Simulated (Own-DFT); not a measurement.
# Strain and stress in 2H SiC, 32 atoms (C16Si16)

Calculated results; nothing here was measured. The program, named Own-DFT, is a retired in-house plane-wave density functional code that no person has reviewed. Each row is one single-point run on a periodic cell that was not relaxed, without spin or spin-orbit coupling.

Settings of every run: PBE; PseudoDojo norm-conserving scalar-relativistic files; cutoff 42 hartree; 5 x 5 x 3 k mesh centred on Gamma; Fermi-Dirac smearing of 0.1 eV.

Known limits: forces on such cells passed a denser k mesh, each cell not checked; stress not checked against mesh or cutoff.

Unstrained cell vectors in Å: (6.165, 0.000, 0.000); (-3.083, 5.339, 0.000); (0.000, 0.000, 10.068). The unstrained cell has measured lattice constants (interpolated for alloys), not those of this functional. That, the random moves and any unrelaxed bonds set the pressure at no strain. Each run strains this cell uniformly, with the atoms carried along. Every atom was also moved at random, by a Gaussian of width 0.05 Å on each axis. Strain is the symmetric tensor, in per cent. Stress is positive in tension, and the pressure is minus a third of its trace.

```
run,e_xx (%),e_yy (%),e_zz (%),e_yz (%),e_xz (%),e_xy (%),s_xx (GPa),s_yy (GPa),s_zz (GPa),s_yz (GPa),s_xz (GPa),s_xy (GPa),P (GPa),E (meV/atom)
1,0.08,1.79,-1.47,-0.01,-1.28,-0.09,0.20,2.63,-17.02,-0.52,-4.47,0.93,4.73,20.1
2,1.01,0.39,0.44,0.07,-0.67,0.69,3.50,-1.55,-8.57,0.31,-1.17,3.88,2.21,39.7
3,1.55,-1.20,0.01,0.26,1.93,1.69,6.16,-11.74,-7.78,2.42,6.19,6.81,4.45,0.0
4,-0.05,0.59,-1.54,-0.51,1.73,-0.19,-2.02,-2.54,-17.08,-1.23,5.24,0.23,7.21,16.8
5,0.64,-1.18,-1.17,-0.80,0.95,-1.44,-6.37,-8.86,-13.98,-2.39,5.09,-9.04,9.74,32.3
6,-1.45,-0.04,-1.24,1.56,-1.82,0.77,-13.67,-5.48,-18.59,4.83,-7.68,3.37,12.58,67.6
7,-0.47,0.61,-1.84,-0.20,1.55,0.77,-6.73,-1.00,-21.67,-1.56,6.40,2.28,9.80,25.5
8,1.68,-1.81,0.70,-0.22,-1.21,-0.64,-1.45,-9.62,-1.79,0.10,-5.78,-1.45,4.29,39.2
9,-1.99,1.96,-0.18,1.46,-1.09,-1.11,-16.03,1.61,-7.78,6.43,-3.70,-4.52,7.40,71.5
10,0.36,1.82,-0.11,-1.96,1.91,-1.68,-1.63,5.14,-7.61,-6.27,6.06,-6.23,1.37,36.2
11,-0.78,-0.01,-1.89,1.36,0.64,0.04,-7.69,-7.54,-20.29,2.84,2.07,2.75,11.84,33.7
12,0.51,1.73,-1.98,1.91,-1.98,-1.30,-1.90,5.14,-19.33,6.92,-7.54,-2.68,5.36,57.5
13,-1.35,0.42,-1.53,-1.51,0.43,-1.43,-13.98,-1.76,-21.91,-2.63,1.04,-7.70,12.55,72.1
14,-0.19,-1.40,-1.83,-0.56,0.54,1.48,-8.12,-15.62,-20.26,-2.49,2.39,8.22,14.67,55.5
15,-0.72,1.60,-1.40,1.78,-0.27,1.90,-7.15,4.18,-18.44,5.17,-0.99,8.85,7.13,41.8
16,-1.65,0.63,1.50,-0.91,1.34,0.69,-13.33,-2.60,1.87,-3.94,3.58,3.47,4.69,25.8
17,-1.75,-0.90,1.54,-0.51,0.10,0.74,-10.74,-7.32,-4.05,-1.29,1.09,1.64,7.37,29.9
18,-1.21,-1.74,0.94,0.76,1.56,-1.26,?,?,?,?,?,?,?,?
```

E is the free energy for each atom above the lowest run shown.

## Worked fit

Each stress component was fitted by least squares to a constant and the strains of the runs shown, as fractions, with shears doubled. Shear strains stay in the fit of a normal stress only where such slopes are resolved. The slopes, in GPa:

| stress | at no strain | per e_xx | per e_yy | per e_zz | scatter |
|---|---|---|---|---|---|
| s_xx | -4.5 | 547 ± 63 | 120 ± 60 | 45 ± 59 | 2.73 |
| s_yy | -4.2 | 73 ± 46 | 500 ± 44 | 56 ± 43 | 2.00 |
| s_zz | -8.7 | 102 ± 49 | 52 ± 46 | 624 ± 45 | 2.10 |

Each shear stress against twice its own strain: yz 165 ± 20, xz 177 ± 15, xy 224 ± 21 GPa. These are stiffnesses along x, y and z of the frame in which the cell vectors are given, which need not be the crystal's axes. The atoms are held to the strained lattice; where symmetry lets them move under strain, relaxing them would lower some slopes. The table should be nearly symmetric about its diagonal, and what it lacks of that shows the noise. A ninth of its sum, 235 ± 10 GPa, estimates the bulk modulus near the mean pressure of these runs, 7.5 GPa, so it lies above the value at zero pressure.

## Withheld run

Question: what normal stresses and pressure should run 18 give?

The fit gives s_xx = -12.8, s_yy = -13.3, s_zz = -4.9 and P = 10.3 GPa. The calculation gave -11.75, -15.38, -5.28 and P = 10.80 GPa.
